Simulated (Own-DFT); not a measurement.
GaP (zincblende, strained, atoms displaced), SiC (2H silicon carbide, atoms displaced), GaP (zincblende, atoms displaced) (calculated)

A calculation, not a measurement: plane-wave PBE density functional theory by an unreviewed code, no spin, of a simulated periodic cell, stress positive in tension, free energy of the whole cell less one offset for each atom, forces on such cells passed a denser k mesh, this cell's mesh not checked; offsets are fitted by least squares, one for each functional and potential file, so energies compare only between cells with the same atoms and settings and are not formation energies; the far tail of each file's local potential was reset to the Coulomb form; each entry is a single point on an unrelaxed cell, so the pressure reflects the starting lattice, mostly measured values (interpolated for alloys), from which strain is counted, and rises with the displacements; printed positions are rounded, which can move forces by about a meV/angstrom; the program, named Own-DFT, is a retired in-house code; no spin-orbit coupling. Program: Own-DFT development build.

Settings shared by all entries: functional PBE; potential files PseudoDojo norm-conserving, scalar-relativistic, standard set; wave cutoff 42 hartree; occupations Fermi-Dirac; smearing width 0.1 eV.

(1) 
```xyz
64
Lattice="10.8620 0.0000 0.0000 0.0000 10.8620 0.0000 0.0000 0.0000 10.9361" Properties=species:S:1:pos:R:3:force_x:R:1:force_y:R:1:force_z:R:1 formula=GaP hardware=one_NVIDIA_H100 k_mesh=3_x_3_x_3_centred_on_Gamma free_energy_of_cell_above_offsets=-32.819 pressure=3.68 stress_xx=-3.8 stress_yy=-3.92 stress_zz=-3.33 stress_yz=0.88 stress_xz=-0.39 stress_xy=0.12 wall_time=552.5
Ga    10.8291     0.0036    10.9040      0.802     -0.814      1.233
Ga    10.8412     2.6768     2.7407      0.497      0.206      0.051
Ga     2.7084     0.0447     2.6798      0.175     -0.655      0.244
Ga     2.6444     2.8024     0.0047      0.941     -0.622      0.278
P      1.4100     1.3761     1.3607     -1.168     -0.044     -0.264
P      1.3626     4.0820     4.0800      -0.63     -0.178      0.711
P      4.0608     1.3774     4.0193       0.13     -0.344      0.764
P      4.0656     4.1047     1.3667     -0.289      0.281     -0.078
Ga     0.0538    10.8242     5.4580     -0.565      0.108      0.156
Ga    10.8471     2.7982     8.2494     -0.582     -0.392     -0.592
Ga     2.7166     0.0006     8.1278     -0.007     -0.155      0.843
Ga     2.7307     2.6625     5.4361     -0.422      0.485      0.452
P      1.2968     1.3558     6.8883      0.399      0.311     -0.643
P      1.3492     4.0842     9.5977      -0.12      0.669       -0.5
P      4.0153     1.3835     9.5878      0.537     -0.167     -0.122
P      4.1081     4.0802     6.8328     -0.092     -0.961      0.086
Ga    10.8501     5.4692    10.8890      0.046     -0.122      0.563
Ga     0.0163     8.2192     2.7048      0.161     -1.482      0.851
Ga     2.6712     5.4726     2.7929       0.62     -0.218     -0.152
Ga     2.7641     8.1309     0.0205     -0.542      0.355     -0.195
P      1.3744     6.7808     1.3759     -0.212      0.362      -0.18
P      1.3807     9.4712     4.0874      0.289      0.786     -0.287
P      4.1547     6.7483     4.1359     -2.282      1.761     -0.985
P      4.0840     9.5966     1.2774     -0.357     -1.105      1.298
Ga    10.7461     5.4216     5.5599      1.721      0.713     -1.069
Ga    10.8150     8.1035     8.2165      0.509      0.761     -0.671
Ga     2.7736     5.3814     8.2265      0.116      0.669      0.163
Ga     2.6255     8.2208     5.5600      1.305     -0.545     -0.557
P      1.4270     6.7814     6.8577     -1.031     -0.585      0.481
P      1.3191     9.4967     9.5873      0.448     -0.243     -0.346
P      4.1609     6.8815     9.5850      -1.17     -1.027     -0.087
P      4.1577     9.4770     6.8763     -1.159       1.03     -0.926
Ga     5.4764    10.8073    10.9329      0.116      0.759     -0.938
Ga     5.3944     2.7342     2.7248      0.617      0.274      -0.17
Ga     8.1840     0.0170     2.6176     -0.529     -0.362      1.421
Ga     8.1391     2.7318     0.0659     -0.249     -0.089     -0.675
P      6.7608     1.3241     1.3790     -0.063      0.515     -0.222
P      6.8120     4.1059     4.0705     -1.309     -1.321      1.346
P      9.5109     1.3342     4.1002     -0.058     -0.295     -0.057
P      9.5339     4.0596     1.3730       0.02      0.266     -0.195
Ga     5.4079     0.0182     5.4218      0.465      0.094       0.35
Ga     5.5294     2.6965     8.2598     -1.239     -0.251     -0.544
Ga     8.1163     0.1111     8.2192      1.059     -1.547      0.656
Ga     8.1651     2.6754     5.5047     -0.732     -0.299     -1.526
P      6.8943     1.3867     6.8995     -1.704      0.088     -1.075
P      6.7065     4.1210     9.5321      1.872     -0.085      0.509
P      9.5660     1.3111     9.6326     -1.139       1.43     -0.729
P      9.4078     4.0643     6.6755      0.624      0.172      2.921
Ga     5.4061     5.4209    10.8621      0.235      0.611      1.138
Ga     5.3854     8.1221     2.7189      0.091       0.61     -0.047
Ga     8.0881     5.2868     2.7401      1.158      1.945     -0.527
Ga     8.2048     8.1265     0.0793     -0.654     -0.273     -0.882
P      6.8110     6.8456     1.3993     -0.245     -1.271     -0.293
P      6.7578     9.4402     4.1536     -0.286      1.274     -1.443
P      9.5101     6.8146     4.1807     -0.166     -0.173     -1.194
P      9.4746     9.4014     1.4309      0.661      1.533     -0.884
Ga     5.2922     5.4639     5.4274      2.246     -1.006      1.204
Ga     5.3794     8.1459     8.1753      1.816     -0.311      0.225
Ga     8.1762     5.5246     8.2095     -0.624      -1.17     -0.457
Ga     8.1297     8.2280     5.4233      0.075     -1.171      0.633
P      6.8205     6.7714     6.8347     -0.745      0.498     -0.517
P      6.8468     9.4647     9.5757     -0.106      0.199      -0.21
P      9.4984     6.7915     9.5410      0.034      0.084      0.783
P      9.4380     9.5081     6.7842      0.687      0.433      0.881
```

Units: free_energy_of_cell_above_offsets in eV; pressure, stress_xx, stress_yy, stress_zz, stress_yz, stress_xz, stress_xy in GPa; wall_time in s; force_x, force_y, force_z in eV/Å.

(2) 
```xyz
32
Lattice="6.1654 0.0000 0.0000 -3.0827 5.3394 0.0000 0.0000 0.0000 10.0681" Properties=species:S:1:pos:R:3:force_x:R:1:force_y:R:1:force_z:R:1 formula=SiC hardware=one_NVIDIA_H100 k_mesh=5_x_5_x_3_centred_on_Gamma free_energy_of_cell_above_offsets=4.696 pressure=11 stress_xx=-8.93 stress_yy=-13.17 stress_zz=-10.9 stress_yz=0.4 stress_xz=2.71 stress_xy=-1.23 wall_time=122.3
Si     3.0647     5.2541     9.9612     -0.829      4.398      2.651
Si    -0.1116     1.6296     2.4722      1.179      5.971      0.743
C     -0.0062     0.0329     1.9559     -2.652     -3.487     -2.913
C     -0.0976     1.8820     4.3158      4.511     -2.872     -0.134
Si     3.0234     5.3387     5.0825      1.493      1.841      1.006
Si     0.0345     1.8593     7.5664     -2.872     -0.883     -4.104
C      6.0891     0.0962     7.0380      1.739     -1.608     -1.835
C     -0.0884     1.8120     9.2432       2.32      0.347      7.043
Si     4.5899     2.6790     9.9970      0.643     -0.305      1.286
Si    -1.5669     4.5615     2.4142     -2.095     -3.115       3.71
C      4.5303     2.7130     1.9206      3.085      0.605     -2.121
C     -1.6257     4.5359     4.4223      1.021     -1.309     -0.907
Si     4.6324     2.5009     4.9583     -0.933      5.602       3.02
Si    -1.4736     4.4865     7.6458      -1.47      0.731     -3.452
C     -1.5749     2.7474     6.9235      0.049     -0.569     -0.818
C     -1.6519     4.4909     9.4368       3.42     -1.968      0.514
Si    -0.0369     5.2715     0.0341      0.563     -0.515     -1.317
Si     3.1654     1.8061     2.5037     -3.263     -1.163     -1.758
C      2.8741     0.0364     1.7926      5.062      0.911      2.448
C      3.1857     1.6497     4.3231     -1.512      3.548     -0.495
Si     3.0102     0.0971     5.0069     -0.612     -4.996      2.929
Si     2.9739     1.7930     7.4350      2.791      2.886      3.382
C      3.1787     0.1598     7.0184     -1.657     -4.872     -2.829
C      3.3728     1.5201     9.4639     -4.961      4.072     -2.143
Si     1.4944     2.6738     0.0567       1.13      -0.42      -1.85
Si     1.4394     4.4638     2.7471      0.596     -0.701     -5.324
C      1.5772     2.6426     1.8827     -1.737      0.795      2.129
C      1.5587     4.3795     4.5251     -1.412      5.705     -1.068
Si     1.7029     2.7754     4.8511     -2.892     -7.066      3.062
Si     1.5380     4.4524     7.5952      0.217      0.417     -1.274
C      1.4562     2.6081     6.8161      1.984       2.46     -0.267
C      1.5845     4.5554     9.4251     -2.904     -4.442      0.685
```

Units: free_energy_of_cell_above_offsets in eV; pressure, stress_xx, stress_yy, stress_zz, stress_yz, stress_xz, stress_xy in GPa; wall_time in s; force_x, force_y, force_z in eV/Å.

(3) 
```xyz
64
Lattice="10.9010 0.0000 0.0000 0.0000 10.9010 0.0000 0.0000 0.0000 10.9010" Properties=species:S:1:pos:R:3:force_x:R:1:force_y:R:1:force_z:R:1 formula=GaP k_mesh=3_x_3_x_3_centred_on_Gamma free_energy_of_cell_above_offsets=-22.145 pressure=5.86 stress_xx=-6.19 stress_yy=-5.87 stress_zz=-5.51 stress_yz=-0.23 stress_xz=0.74 stress_xy=1.11
Ga    10.7098    10.8223     0.0784      1.786      1.758     -0.503
Ga    10.7895     2.7182     2.5671      2.463     -0.413      2.458
Ga     2.7601     0.0802     2.6550     -0.614      0.463      0.742
Ga     2.9049     2.8220     0.0248     -1.428     -0.471     -1.265
P      1.3304     1.5558     1.2860      0.599     -1.667      -0.09
P      1.4299     4.0953     4.2394     -0.642      -1.25     -0.854
P      4.2107     1.4966     4.2597      2.948     -4.016     -5.017
P      4.2788     4.0206     1.2830     -0.691      1.711       0.89
Ga    10.8322     0.0560     5.4816      0.576      1.098      0.312
Ga     0.1256     2.8629     8.2463     -1.102     -1.606     -2.421
Ga     2.7361     0.0395     8.1483      0.937     -1.954      2.349
Ga     2.9210     2.5184     5.3136     -4.945      4.321       4.93
P      1.5596     1.2955     6.9923     -3.029      2.824      -3.19
P      1.3240     4.0827     9.4845      2.003       2.07      2.393
P      4.1199     1.4654     9.4045     -0.848     -1.792      2.186
P      4.0566     4.1042     6.9293        0.9      -0.25     -1.037
Ga    10.9010     5.4892     0.0421     -0.957     -0.733     -0.707
Ga    10.8753     8.2465     2.6693      1.122     -0.196      0.793
Ga     2.6377     5.3515     2.7414      0.943     -0.205     -0.119
Ga     2.8366     8.2653     0.0503     -2.369     -1.531     -1.187
P      1.3689     6.6932     1.3504      0.493       1.84      0.369
P      1.4278     9.6838     4.2722     -0.417      -0.72     -1.863
P      4.0800     6.6917     4.1074     -0.095      1.013     -0.226
P      3.9781     9.6062     1.2465      2.921      1.227      1.811
Ga    10.7944     5.4309     5.4825     -1.318     -1.101     -3.075
Ga    10.8202     8.1945     8.1895      1.032      1.056     -1.741
Ga     2.5854     5.5085     8.0338      0.895      -0.69      1.502
Ga     2.6841     8.1319     5.5082      0.003     -0.353     -0.367
P      1.1848     6.5724     6.6406      2.013      4.488      2.435
P      1.1739     9.6384     9.5846      2.004     -1.039     -0.476
P      4.1682     6.7286     9.7455     -2.102      1.433     -2.665
P      4.0279     9.6578     6.7510      0.283     -1.861      0.801
Ga     5.5860     0.1721    10.8087     -1.226     -1.307     -0.456
Ga     5.4037     2.6920     2.7131      1.277      0.589      0.895
Ga     8.0581    10.8158     2.6388      1.452      0.676        1.4
Ga     8.2633     2.7012    10.6650     -1.008      0.927       2.66
P      6.7711     1.2602     1.4749      0.277      1.943     -1.228
P      6.7422     4.1953     4.2377      1.838      -2.25     -2.271
P      9.5433     1.5900     4.1086       0.65     -2.962     -1.225
P      9.4691     4.0520     1.6289      0.913     -0.646     -5.587
Ga     5.4369     0.0073     5.4313     -0.691     -1.922     -1.272
Ga     5.4618     2.7148     8.3067        1.3      1.699     -2.156
Ga     8.0448     0.0390     8.1671      1.434      0.957     -0.029
Ga     8.2094     2.5963     5.4753     -1.323      2.004       0.87
P      6.7460     1.1621     6.6367      1.428      2.945      2.732
P      6.8084     4.2530     9.6969      0.915      -3.05     -1.815
P      9.7342     1.4904     9.6162     -0.897     -1.252     -1.757
P      9.5536     4.1525     6.7768     -1.523     -1.488      1.811
Ga     5.5877     5.5378    10.8752      -2.11     -1.174      1.101
Ga     5.6242     8.0512     2.8745     -1.363      0.016     -1.124
Ga     8.2861     5.3261     2.6766     -3.408      2.731      2.647
Ga     8.0324     8.0525     0.0530        2.2      2.131     -1.541
P      6.8347     6.7232     1.2157      0.505      0.281      3.992
P      6.9261     9.5010     4.1165     -2.481      1.682      -1.07
P      9.4714     6.8611     4.0060      1.229     -0.683     -0.362
P      9.4988     9.6033     1.3799     -1.203     -1.883      0.479
Ga     5.5215     5.4710     5.4553     -1.517      0.695      1.992
Ga     5.3474     8.1393     8.1891      0.842      0.361     -0.336
Ga     8.0079     5.4952     8.2871      1.977       0.64     -1.298
Ga     8.1883     8.2182     5.2179      1.562     -0.655      3.239
P      6.9501     6.8722     6.7357     -1.276      0.358      0.464
P      6.9486     9.5689     9.5001     -1.873     -0.804      0.987
P      9.5627     6.9692     9.4782     -1.421     -2.118      1.708
P      9.4791     9.7421     6.8517       0.16       -1.9     -0.615
```

Units: free_energy_of_cell_above_offsets in eV; pressure, stress_xx, stress_yy, stress_zz, stress_yz, stress_xz, stress_xy in GPa; force_x, force_y, force_z in eV/Å.
